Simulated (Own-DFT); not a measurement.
Simulation results for GaN (wurtzite, strained, atoms displaced)

A calculation, not a measurement: plane-wave PBE density functional theory by an unreviewed code, no spin, of a simulated periodic cell, stress positive in tension, free energy of the whole cell less one offset for each atom, forces on such cells passed a denser k mesh, this cell's mesh not checked; offsets are fitted by least squares, one for each functional and potential file, so energies compare only between cells with the same atoms and settings and are not formation energies; the far tail of each file's local potential was reset to the Coulomb form; each entry is a single point on an unrelaxed cell, so the pressure reflects the starting lattice, mostly measured values (interpolated for alloys), from which strain is counted, and rises with the displacements; printed positions are rounded, which can move forces by about a meV/angstrom; the program, named Own-DFT, is a retired in-house code; no spin-orbit coupling. Program: Own-DFT development build.

Common to all runs: functional PBE; potential files PseudoDojo norm-conserving, scalar-relativistic, standard set with the stringent files for Ga; wave cutoff 96 hartree; occupations Gaussian; smearing width 0.01 eV; k mesh 3 x 4 x 3 centred on Gamma.

(1) GaN (wurtzite, strained, atoms displaced)

```
GaN
1.0
     12.7560     0.0000     0.0000
     -4.7835     8.2853     0.0621
      0.0000     0.0778    10.3700
Ga N Ga N Ga N Ga N Ga N Ga N Ga N Ga N Ga N Ga N Ga N Ga N Ga N Ga N Ga N Ga N Ga N Ga N Ga N Ga N Ga N Ga N Ga N Ga N
2 2 2 2 2 2 2 2 2 2 2 2 2 2 2 2 2 2 2 2 2 2 2 2 2 2 2 2 2 2 2 2 2 2 2 2 2 2 2 2 2 2 2 2 2 2 2 2
Direct
  0.07448 0.21366 0.00096
  0.17177 0.11123 0.24623
  0.07678 0.21406 0.18931
  0.17110 0.11490 0.43651
  0.09203 0.23301 0.49908
  0.16191 0.10223 0.75396
  0.08219 0.22478 0.68293
  0.17142 0.11401 0.92916
  0.08146 0.56018 0.00519
  0.17039 0.44646 0.24881
  0.08345 0.55474 0.18992
  0.17583 0.45744 0.45218
  0.08571 0.55110 0.49842
  0.17411 0.45413 0.74852
  0.08627 0.56326 0.68939
  0.16735 0.45298 0.92828
  0.07401 0.87700 0.99905
  0.17745 0.78282 0.25043
  0.08277 0.88564 0.18239
  0.16091 0.76720 0.44379
  0.08445 0.89115 0.50236
  0.16496 0.76490 0.75689
  0.09095 0.88862 0.68107
  0.16516 0.77546 0.93198
  0.33262 0.21187 0.99738
  0.41333 0.11214 0.25041
  0.33304 0.22039 0.18690
  0.42344 0.11346 0.44409
  0.33541 0.23203 0.50697
  0.41884 0.10881 0.75389
  0.32475 0.21415 0.68819
  0.41217 0.11443 0.94005
  0.33992 0.55312 0.98890
  0.41867 0.44599 0.23831
  0.32763 0.55249 0.18808
  0.42006 0.44036 0.43728
  0.33914 0.56794 0.49700
  0.41403 0.45267 0.74781
  0.32574 0.55094 0.67965
  0.41848 0.43784 0.94222
  0.33911 0.89561 0.00302
  0.41605 0.77263 0.25063
  0.33194 0.89296 0.18537
  0.41549 0.76947 0.44372
  0.33474 0.88956 0.49921
  0.41730 0.79132 0.74088
  0.33336 0.89102 0.69230
  0.41445 0.78536 0.93892
  0.58713 0.22498 0.00102
  0.67023 0.11473 0.25105
  0.58074 0.21965 0.18381
  0.66533 0.11100 0.44089
  0.58045 0.22264 0.51158
  0.66403 0.11323 0.74534
  0.58835 0.21457 0.70105
  0.66615 0.10765 0.93531
  0.57773 0.54807 0.99318
  0.67178 0.44374 0.25833
  0.58085 0.55247 0.18169
  0.66675 0.43960 0.44115
  0.58181 0.56218 0.50054
  0.66412 0.44678 0.74839
  0.58853 0.55294 0.68536
  0.66606 0.44631 0.93059
  0.57845 0.88309 0.99734
  0.65845 0.76637 0.25463
  0.58227 0.89303 0.18090
  0.67202 0.77971 0.43429
  0.57741 0.87695 0.49979
  0.66766 0.77939 0.74971
  0.58094 0.89149 0.68825
  0.66904 0.77848 0.93938
  0.82582 0.20814 0.00247
  0.91234 0.10758 0.25618
  0.83932 0.23832 0.19043
  0.91869 0.10707 0.43129
  0.84068 0.23776 0.49369
  0.91980 0.11372 0.75011
  0.83582 0.22146 0.69219
  0.91329 0.11410 0.93531
  0.83044 0.55850 0.01184
  0.92090 0.44687 0.24318
  0.82772 0.55283 0.18994
  0.91309 0.43640 0.44990
  0.84083 0.55993 0.49741
  0.92099 0.45271 0.74282
  0.83492 0.55053 0.67724
  0.91747 0.44137 0.93990
  0.84380 0.89996 0.99640
  0.91791 0.79106 0.24749
  0.83137 0.88732 0.18867
  0.91547 0.77367 0.43481
  0.83277 0.89561 0.49658
  0.91514 0.77161 0.75592
  0.83380 0.88623 0.68896
  0.91469 0.77680 0.93369
```

* free energy of cell above offsets: -3.454 eV
* pressure: 7.42 GPa
* stress xx: -6.99 GPa
* stress yy: -7.01 GPa
* stress zz: -8.27 GPa
* stress yz: 2.22 GPa
* stress xz: 0.07 GPa
* stress xy: -0.31 GPa

Force:
| element | x (eV/Å) | y (eV/Å) | z (eV/Å) |
| --- | --- | --- | --- |
| Ga | 1.294 | 1.625 | -0.544 |
| Ga | -1.314 | -0.437 | 0.51 |
| N | 0.712 | 0.871 | -0.099 |
| N | -0.054 | -0.061 | -0.303 |
| Ga | -0.276 | -1.263 | -0.165 |
| Ga | -0.415 | 0.366 | -2.12 |
| N | 0.662 | 0.005 | 0.93 |
| N | -1.417 | -0.788 | 2.686 |
| Ga | 0.62 | -0.854 | -1.267 |
| Ga | -1.194 | -1.29 | 0.686 |
| N | 0.784 | 0.849 | 0.424 |
| N | -0.073 | -1.463 | -2.68 |
| Ga | -1.359 | 0.272 | 1.131 |
| Ga | -2.141 | -1.825 | -0.277 |
| N | 0.544 | -1.627 | -1.027 |
| N | 0.731 | -0.793 | 2.207 |
| Ga | 1.636 | 1.334 | -0.636 |
| Ga | -2.443 | -1.226 | 0.752 |
| N | 0.346 | 0.188 | 0.744 |
| N | 0.794 | 1.839 | -1.353 |
| Ga | -0.178 | -0.205 | -1.059 |
| Ga | -0.449 | 2.135 | -1.677 |
| N | -1.13 | -0.652 | 2.056 |
| N | 0.031 | 0.818 | 2.604 |
| Ga | -1.933 | 1.026 | 0.613 |
| Ga | 1.341 | 0.368 | 0.712 |
| N | -0.006 | 0.534 | -0.511 |
| N | -1.567 | -0.538 | -0.745 |
| Ga | 0.385 | -1.629 | -0.688 |
| Ga | -1.124 | 0.498 | -0.33 |
| N | 1.45 | 1.428 | 0.913 |
| N | 2.677 | -0.792 | -0.522 |
| Ga | -2.259 | 0.4 | 0.779 |
| Ga | -0.368 | -0.642 | 1.354 |
| N | 1.491 | 0.691 | -0.849 |
| N | -0.962 | 1.648 | -0.807 |
| Ga | 0.954 | -3.763 | 0.628 |
| Ga | 0.916 | -1.433 | -0.15 |
| N | 2.215 | 2.067 | 0.872 |
| N | -1.166 | -0.051 | -1.41 |
| Ga | -1.374 | -0.583 | -0.868 |
| Ga | -0.12 | 0.81 | -0.479 |
| N | 1.577 | 0.057 | 0.857 |
| N | -0.504 | 3.106 | -1.985 |
| Ga | -0.872 | 0.005 | 0.557 |
| Ga | 0.878 | -1.798 | 1.493 |
| N | -0.821 | 0.245 | -1.041 |
| N | 1.028 | -1.229 | -0.942 |
| Ga | -0.184 | -0.178 | -0.773 |
| Ga | -0.714 | -0.128 | 0.229 |
| N | 0.159 | 0.433 | 0.997 |
| N | 0.313 | -0.377 | 0.016 |
| Ga | 1.374 | 0.025 | -0.668 |
| Ga | 4.117 | -1.129 | 1.284 |
| N | -4.046 | 2.345 | -1.762 |
| N | -0.622 | -0.158 | 0.359 |
| Ga | 1.72 | 1.469 | 0.614 |
| Ga | -1.677 | -0.984 | -0.589 |
| N | 0.768 | 0.098 | 0.559 |
| N | -0.269 | 0.862 | 0.567 |
| Ga | 1.468 | -1.159 | -0.435 |
| Ga | 2.264 | -0.786 | -0.205 |
| N | -2.49 | 0.912 | 0.093 |
| N | 0.397 | -0.001 | 1.269 |
| Ga | 0.735 | 0.511 | -0.465 |
| Ga | 0.3 | 0.966 | -2.143 |
| N | 0.376 | -0.634 | 1.665 |
| N | -1.319 | -0.252 | 0.847 |
| Ga | 0.999 | 2.232 | 0.008 |
| Ga | 0.026 | 0.109 | 0.333 |
| N | 0.939 | -0.743 | -0.452 |
| N | -0.17 | -0.138 | -0.281 |
| Ga | -0.354 | 2.075 | -0.325 |
| Ga | -0.041 | 0.289 | -1.868 |
| N | 0.065 | -2.899 | -0.455 |
| N | -0.215 | 1.674 | 2.013 |
| Ga | -0.199 | -5.839 | 2.198 |
| Ga | -0.39 | -0.109 | -0.962 |
| N | -0.506 | 0.314 | -0.924 |
| N | 0.934 | -0.293 | 0.281 |
| Ga | 0.462 | -1.165 | -2.439 |
| Ga | -0.922 | 1.2 | 1.534 |
| N | 1.247 | 1.222 | 0.885 |
| N | 1.099 | 4.566 | -3.091 |
| Ga | -1.217 | -0.476 | -0.444 |
| Ga | 0.172 | -1.502 | 1.414 |
| N | -1.173 | 0.83 | 1.974 |
| N | -1.013 | 0.335 | 0.142 |
| Ga | -1.624 | -1.569 | 0.637 |
| Ga | 1.101 | -1.434 | 0.763 |
| N | -1.115 | 0.531 | -0.716 |
| N | -0.085 | 1.388 | -0.04 |
| Ga | 1.457 | -0.807 | 1.02 |
| Ga | 0.469 | 0.033 | -2.789 |
| N | -0.004 | 0.307 | -0.273 |
| N | -0.159 | -0.214 | 1.427 |

(2) GaN (wurtzite, strained, atoms displaced)

```
GaN
1.0
     12.7560     0.0000     0.0000
     -4.7835     8.2853     0.0621
      0.0000     0.0778    10.3700
Ga N Ga N Ga N Ga N Ga N Ga N Ga N Ga N Ga N Ga N Ga N Ga N Ga N Ga N Ga N Ga N Ga N Ga N Ga N Ga N Ga N Ga N Ga N Ga N
2 2 2 2 2 2 2 2 2 2 2 2 2 2 2 2 2 2 2 2 2 2 2 2 2 2 2 2 2 2 2 2 2 2 2 2 2 2 2 2 2 2 2 2 2 2 2 2
Direct
  0.07688 0.22419 0.99622
  0.16026 0.10423 0.25186
  0.08097 0.22102 0.18609
  0.16764 0.10357 0.42912
  0.08142 0.22159 0.49682
  0.16981 0.12741 0.75757
  0.08821 0.22582 0.68393
  0.16887 0.10584 0.93929
  0.08414 0.55718 0.00033
  0.16844 0.44523 0.24953
  0.08087 0.55906 0.19179
  0.16073 0.43733 0.43343
  0.08590 0.55149 0.50563
  0.15818 0.43441 0.75030
  0.08922 0.55578 0.68677
  0.16838 0.44628 0.93764
  0.08519 0.88833 0.00628
  0.15849 0.77353 0.25136
  0.07096 0.88010 0.19148
  0.17423 0.78714 0.44489
  0.08805 0.89892 0.50151
  0.16732 0.78139 0.75477
  0.08729 0.89832 0.68975
  0.17077 0.78409 0.93692
  0.33418 0.22064 0.99865
  0.42426 0.11847 0.24326
  0.32526 0.21081 0.18843
  0.42475 0.11042 0.43593
  0.32956 0.21467 0.50607
  0.40946 0.10943 0.74820
  0.33164 0.23339 0.69063
  0.41346 0.10449 0.93645
  0.33553 0.55143 0.00770
  0.41255 0.43464 0.25553
  0.33168 0.55584 0.19309
  0.41404 0.43865 0.43724
  0.33949 0.55889 0.49879
  0.41759 0.44388 0.75946
  0.32631 0.54962 0.68783
  0.41761 0.44509 0.92968
  0.33999 0.89962 0.99430
  0.41729 0.78080 0.25288
  0.33773 0.88567 0.19479
  0.42470 0.79100 0.44019
  0.33596 0.88769 0.50548
  0.42043 0.78370 0.74941
  0.33480 0.88623 0.69820
  0.42055 0.78371 0.95255
  0.58773 0.22081 0.99780
  0.67042 0.11536 0.24185
  0.57804 0.21717 0.19417
  0.67065 0.11845 0.44105
  0.57603 0.21877 0.50565
  0.66985 0.10623 0.74716
  0.58087 0.22138 0.69235
  0.66773 0.11474 0.93885
  0.58543 0.56118 0.00468
  0.66925 0.44453 0.25350
  0.58630 0.55952 0.18636
  0.66986 0.45362 0.43703
  0.58428 0.55637 0.50089
  0.66627 0.45251 0.75319
  0.58441 0.54963 0.68038
  0.66552 0.45093 0.93483
  0.58948 0.88932 0.99595
  0.66693 0.78794 0.25318
  0.58167 0.88365 0.18880
  0.66430 0.78359 0.42823
  0.58372 0.89055 0.50467
  0.66909 0.78441 0.75586
  0.58695 0.88230 0.68984
  0.65920 0.76279 0.94291
  0.83630 0.23223 0.00140
  0.91536 0.10632 0.25573
  0.83810 0.21591 0.19013
  0.92109 0.11590 0.44306
  0.82877 0.21627 0.49660
  0.91416 0.11330 0.75662
  0.83936 0.22787 0.69025
  0.91948 0.10797 0.94294
  0.83017 0.55189 0.99948
  0.91804 0.44488 0.25927
  0.83131 0.55482 0.19692
  0.91394 0.44304 0.43557
  0.83513 0.55098 0.50388
  0.91560 0.43927 0.75009
  0.84266 0.56825 0.68446
  0.91292 0.44148 0.93560
  0.83122 0.88999 0.99536
  0.91999 0.77328 0.23666
  0.83405 0.89118 0.19150
  0.91405 0.77669 0.43216
  0.83390 0.88514 0.48904
  0.91636 0.77725 0.75727
  0.83573 0.88956 0.68958
  0.92373 0.78082 0.93395
```

* free energy of cell above offsets: -4.536 eV
* pressure: 7.04 GPa
* stress xx: -6.84 GPa
* stress yy: -5.97 GPa
* stress zz: -8.31 GPa
* stress yz: 1.82 GPa
* stress xz: -0.34 GPa
* stress xy: -0.26 GPa

Force:
| element | x (eV/Å) | y (eV/Å) | z (eV/Å) |
| --- | --- | --- | --- |
| Ga | 2.435 | 0.117 | 1.323 |
| Ga | -0.069 | 0.312 | -1.486 |
| N | 0.141 | 0.15 | 0.154 |
| N | -0.585 | 1.852 | 1.731 |
| Ga | 1.303 | -0.145 | 0.308 |
| Ga | 0.386 | -2.037 | -0.68 |
| N | -1.5 | -0.81 | 0.39 |
| N | -1.032 | 1.011 | 0.696 |
| Ga | 0.033 | 0.411 | 0.108 |
| Ga | -0.817 | -0.501 | -0.243 |
| N | 0.442 | -0.732 | -0.773 |
| N | 0.946 | 1.141 | 0.605 |
| Ga | -0.631 | 0.774 | -1.219 |
| Ga | 1.159 | 1.467 | 0.016 |
| N | -1.489 | 0.2 | 1.097 |
| N | -0.294 | -0.094 | 0.374 |
| Ga | 0.1 | 0.082 | -0.935 |
| Ga | 1.716 | 1.192 | 0.802 |
| N | 3.78 | 2.196 | -1.283 |
| N | -0.776 | -1.334 | -0.577 |
| Ga | -0.585 | -2.236 | 0.5 |
| Ga | -0.496 | -0.307 | -1.097 |
| N | 0.054 | 0.051 | 0.263 |
| N | -0.11 | -0.765 | 1.149 |
| Ga | -0.183 | 0.097 | 0.36 |
| Ga | -2.577 | -2.556 | 1.537 |
| N | 0.623 | 0.844 | -0.369 |
| N | -2.312 | -0.308 | 0.301 |
| Ga | 0.48 | 0.379 | -1.123 |
| Ga | 0.579 | 0.519 | 0.17 |
| N | 1.018 | -1.266 | -0.169 |
| N | 0.46 | 2.907 | -0.241 |
| Ga | -0.436 | 0.75 | -0.785 |
| Ga | 0.283 | 0.56 | -1.128 |
| N | 0.907 | -0.219 | 0.012 |
| N | 0.294 | 0.165 | 0.756 |
| Ga | -0.906 | -0.306 | 0.262 |
| Ga | -0.359 | 1.227 | -3.722 |
| N | 1.012 | 1.039 | 0.257 |
| N | 0.178 | -0.057 | 3.897 |
| Ga | -0.13 | -2.639 | 2.121 |
| Ga | 0.622 | -0.412 | -0.148 |
| N | -2.282 | 0.942 | -1.212 |
| N | -0.238 | -1.641 | 0.298 |
| Ga | -0.221 | 0.501 | -0.283 |
| Ga | 0.121 | -1.858 | 1.252 |
| N | -0.529 | 0.737 | -1.149 |
| N | 0.482 | -0.903 | -1.899 |
| Ga | -1.737 | 0.561 | 0.204 |
| Ga | -0.147 | -1.052 | 1.289 |
| N | 2.748 | 2.041 | -2.077 |
| N | -0.998 | -0.916 | -0.511 |
| Ga | 1.775 | 1.54 | -0.26 |
| Ga | -1.025 | 0.973 | 0.087 |
| N | 0.494 | -0.02 | 0.306 |
| N | 1.322 | -0.495 | -0.389 |
| Ga | -0.33 | -2.817 | 0.515 |
| Ga | -1.175 | 0.098 | -0.027 |
| N | -0.479 | -0.659 | 1.04 |
| N | 0.129 | -1.177 | 0.757 |
| Ga | -0.174 | 0.237 | -1.291 |
| Ga | 1.35 | -0.797 | -1.26 |
| N | -1.27 | 1.346 | 1.691 |
| N | 0.56 | -0.78 | 1.1 |
| Ga | -1.175 | -0.048 | 1.364 |
| Ga | 0.987 | -1.328 | -1.676 |
| N | -0.405 | 1.519 | -0.771 |
| N | 0.401 | -0.35 | 2.919 |
| Ga | 0.772 | 0.591 | -1.084 |
| Ga | 1.583 | -1.818 | -0.861 |
| N | -1.151 | 1.073 | 0.141 |
| N | 0.703 | 3.48 | -1.446 |
| Ga | 0.493 | -1.663 | 0.544 |
| Ga | 0.897 | 0.19 | -0.384 |
| N | -1.389 | 1.365 | -0.419 |
| N | -0.952 | -0.942 | -0.516 |
| Ga | 0.967 | 0.973 | 0.611 |
| Ga | 1.407 | -0.677 | -1.283 |
| N | -0.748 | -1.069 | -0.574 |
| N | -2.082 | 0.381 | -0.998 |
| Ga | 0.07 | 0.702 | 0.48 |
| Ga | -0.168 | -0.451 | -1.759 |
| N | 0.891 | -1.064 | -2.089 |
| N | 1.004 | -0.119 | 1.959 |
| Ga | -0.829 | 1.152 | -1.073 |
| Ga | -0.108 | 1.832 | -0.575 |
| N | -0.347 | -1.732 | 1.337 |
| N | 0.542 | 1.144 | 0.358 |
| Ga | 0.763 | -1.008 | 1.351 |
| Ga | -4.068 | -0.836 | 2.782 |
| N | 0.09 | -0.564 | -1.104 |
| N | 1.26 | -0.074 | 0.143 |
| Ga | -0.36 | 0.002 | 1.143 |
| Ga | 0.708 | 0.991 | -2.183 |
| N | -0.706 | 0.34 | -0.018 |
| N | -1.096 | -0.573 | 2.296 |

(3) GaN (wurtzite, strained, atoms displaced)

```
GaN
1.0
     12.7560     0.0000     0.0957
     -4.7835     8.2853    -0.0359
      0.0778     0.0000    10.3700
Ga N Ga N Ga N Ga N Ga N Ga N Ga N Ga N Ga N Ga N Ga N Ga N Ga N Ga N Ga N Ga N Ga N Ga N Ga N Ga N Ga N Ga N Ga N Ga N
2 2 2 2 2 2 2 2 2 2 2 2 2 2 2 2 2 2 2 2 2 2 2 2 2 2 2 2 2 2 2 2 2 2 2 2 2 2 2 2 2 2 2 2 2 2 2 2
Direct
  0.08634 0.23013 0.00149
  0.16233 0.10616 0.24750
  0.08976 0.23875 0.18819
  0.16311 0.10968 0.44358
  0.08743 0.22062 0.50146
  0.15491 0.11082 0.75624
  0.09159 0.22348 0.68156
  0.17178 0.11386 0.93220
  0.08483 0.55857 0.00288
  0.16661 0.44002 0.25149
  0.08608 0.56063 0.18887
  0.17385 0.45320 0.43369
  0.08314 0.56134 0.50018
  0.16037 0.44393 0.75221
  0.07987 0.55130 0.69458
  0.16498 0.44341 0.94764
  0.09022 0.89935 0.00576
  0.16603 0.78461 0.24527
  0.08216 0.88463 0.18841
  0.17149 0.79079 0.44021
  0.08412 0.89757 0.49732
  0.16411 0.77132 0.74277
  0.07831 0.88923 0.68680
  0.16354 0.77228 0.93911
  0.33353 0.22359 0.99727
  0.41294 0.11666 0.25160
  0.33417 0.21106 0.18574
  0.42178 0.11984 0.43156
  0.33490 0.22341 0.49468
  0.42356 0.12112 0.74497
  0.33392 0.21405 0.69516
  0.41311 0.11240 0.93237
  0.32910 0.55671 0.00200
  0.40987 0.45100 0.24644
  0.33903 0.56016 0.18391
  0.39956 0.42980 0.44530
  0.33143 0.55468 0.49421
  0.41018 0.43705 0.74420
  0.32312 0.54900 0.68831
  0.42042 0.44327 0.94546
  0.33778 0.88587 0.00196
  0.42475 0.77814 0.25362
  0.33191 0.89182 0.19124
  0.41885 0.77956 0.43797
  0.32726 0.87951 0.50391
  0.41138 0.77279 0.76519
  0.33605 0.88484 0.69258
  0.41495 0.78044 0.93450
  0.58164 0.22152 0.99788
  0.66448 0.10429 0.24201
  0.57700 0.21553 0.19557
  0.66738 0.10731 0.44707
  0.58153 0.23292 0.49779
  0.66866 0.11017 0.74968
  0.57310 0.21344 0.69309
  0.66211 0.10724 0.93492
  0.58525 0.54705 0.99870
  0.66547 0.44715 0.24999
  0.56700 0.55201 0.19388
  0.67098 0.44621 0.43552
  0.58283 0.55188 0.49862
  0.66553 0.43647 0.74662
  0.58016 0.55725 0.68909
  0.66687 0.44674 0.93700
  0.58396 0.89289 0.00140
  0.66691 0.77817 0.25396
  0.57912 0.88242 0.18987
  0.67215 0.79211 0.44232
  0.58632 0.89751 0.50094
  0.66178 0.77286 0.74954
  0.58862 0.89682 0.69693
  0.66807 0.78178 0.93500
  0.82983 0.22344 0.00212
  0.91889 0.11569 0.25250
  0.83569 0.22358 0.18599
  0.91073 0.10498 0.43819
  0.83506 0.22665 0.49619
  0.91631 0.11606 0.75160
  0.83286 0.22454 0.68299
  0.92369 0.12004 0.94018
  0.82746 0.54791 0.00637
  0.91734 0.44514 0.25209
  0.83705 0.55822 0.19918
  0.91924 0.44818 0.43781
  0.83438 0.55964 0.50132
  0.91517 0.45042 0.74224
  0.83307 0.54342 0.69102
  0.91785 0.44237 0.94383
  0.82680 0.87824 0.00231
  0.91970 0.78367 0.25030
  0.83455 0.89551 0.18774
  0.91623 0.77459 0.43719
  0.83617 0.89544 0.50666
  0.92028 0.78108 0.73601
  0.83909 0.88984 0.68802
  0.91478 0.78701 0.93530
```

- free energy of cell above offsets: -3.748 eV
- pressure: 7.44 GPa
- stress xx: -8.2 GPa
- stress yy: -7.28 GPa
- stress zz: -6.84 GPa
- stress yz: 0.45 GPa
- stress xz: 1.1 GPa
- stress xy: 0.31 GPa

Force:
| element | x (eV/Å) | y (eV/Å) | z (eV/Å) |
| --- | --- | --- | --- |
| Ga | 0.15 | -1.359 | -0.043 |
| Ga | 0.488 | 1.105 | 0.441 |
| N | 0.301 | -3.429 | -0.144 |
| N | 0.966 | 0.53 | -1.888 |
| Ga | -1.603 | 1.054 | -0.869 |
| Ga | 2.791 | -0.779 | -1.179 |
| N | -2.551 | 0.768 | 1.028 |
| N | -1.12 | 0.22 | 2.114 |
| Ga | -0.742 | -0.302 | 0.071 |
| Ga | -0.344 | 3.068 | -0.038 |
| N | -0.03 | -0.423 | 0.688 |
| N | -1.775 | -1.12 | 0.788 |
| Ga | 0.755 | -0.05 | -0.324 |
| Ga | 0.95 | -0.528 | 0.468 |
| N | -0.051 | 0.209 | -1.523 |
| N | 0.197 | 0.866 | -1.62 |
| Ga | -0.69 | -1.39 | -1.976 |
| Ga | 1.507 | -1.045 | 0.944 |
| N | -0.858 | 1.167 | 0.156 |
| N | -0.902 | -1.326 | -0.487 |
| Ga | 0.095 | -1.325 | 0.739 |
| Ga | -0.155 | 1.668 | 1.421 |
| N | 2.063 | 0.382 | -0.492 |
| N | 0.284 | 1.143 | -0.372 |
| Ga | 0.454 | -0.236 | 0.109 |
| Ga | 1.575 | -1.62 | -0.157 |
| N | -3.119 | 1.855 | -0.247 |
| N | -0.503 | -1.069 | 1.685 |
| Ga | -0.165 | -2.205 | 1.823 |
| Ga | -2.801 | -3.233 | 1.735 |
| N | -1.867 | 0.491 | -1.599 |
| N | 1.239 | -0.468 | 0.919 |
| Ga | 1.403 | -0.083 | -0.724 |
| Ga | 0.493 | -2.844 | 1.249 |
| N | -2.061 | 0.362 | 0.583 |
| N | 2.044 | 2.745 | -1.812 |
| Ga | -0.019 | 1.078 | 1.671 |
| Ga | -0.248 | 0.271 | 0.951 |
| N | 1.033 | 0.784 | 0.205 |
| N | -1.189 | 0.687 | -1.235 |
| Ga | -2.195 | 1.191 | 0.121 |
| Ga | -2.859 | -0.191 | 0.031 |
| N | 1.15 | -0.358 | -0.263 |
| N | 0.158 | -0.143 | 0.418 |
| Ga | 1.414 | 1.6 | 0.043 |
| Ga | 0.74 | 0.025 | -4.42 |
| N | -0.84 | 0.284 | -0.593 |
| N | 1.299 | -0.744 | 3.405 |
| Ga | -0.826 | -0.432 | 0.475 |
| Ga | -0.189 | 0.907 | 1.652 |
| N | 1.179 | 1.163 | -1.38 |
| N | -0.911 | 2.186 | -1.75 |
| Ga | 1.275 | -1.813 | 0.362 |
| Ga | -0.501 | 0.639 | -0.338 |
| N | 4.027 | 2.382 | -1.928 |
| N | 0.425 | 0.889 | 0.933 |
| Ga | -1.979 | 1.59 | 0.586 |
| Ga | -0.358 | -0.45 | -0.365 |
| N | 3.738 | 1.104 | -0.636 |
| N | -0.633 | 0.687 | 0.606 |
| Ga | -0.956 | 0.878 | -0.015 |
| Ga | -0.795 | 0.63 | 0.304 |
| N | 0.844 | -0.987 | -0.501 |
| N | 1.025 | -0.99 | -0.061 |
| Ga | 0.222 | -1.109 | -0.484 |
| Ga | 0.116 | -0.049 | 0.024 |
| N | 1.502 | 1.065 | -0.931 |
| N | 0.148 | -1.991 | -0.281 |
| Ga | -0.474 | -1.306 | 1.406 |
| Ga | 0.602 | 1.052 | -0.073 |
| N | -0.719 | -1.831 | -1.013 |
| N | -0.584 | -0.908 | 0.883 |
| Ga | 0.915 | -0.232 | -0.868 |
| Ga | -0.045 | -0.053 | -0.437 |
| N | -0.571 | -0.204 | 0.862 |
| N | 1.243 | 1.652 | -0.058 |
| Ga | -0.229 | -0.471 | 0.208 |
| Ga | 0.395 | -0.216 | 0.027 |
| N | 0.471 | 0.181 | 0.684 |
| N | -0.929 | -0.861 | -0.168 |
| Ga | 1.219 | 1.592 | -0.607 |
| Ga | 0.558 | 0.093 | -0.418 |
| N | -1.162 | -0.112 | -1.227 |
| N | -0.074 | -0.008 | 0.35 |
| Ga | 0.346 | -0.492 | -0.257 |
| Ga | 1.886 | -2.111 | 2.418 |
| N | -2.738 | 2.126 | -1.41 |
| N | -0.876 | 0.419 | -0.901 |
| Ga | 0.191 | 1.79 | -0.633 |
| Ga | -0.901 | -0.52 | 0.063 |
| N | 0.217 | -0.679 | 0.457 |
| N | -0.221 | 0.952 | 0.369 |
| Ga | 0.015 | -0.911 | -0.803 |
| Ga | -1.051 | -1.374 | 2.593 |
| N | -1.464 | 0.249 | 0.381 |
| N | 1.764 | -1.399 | 0.101 |
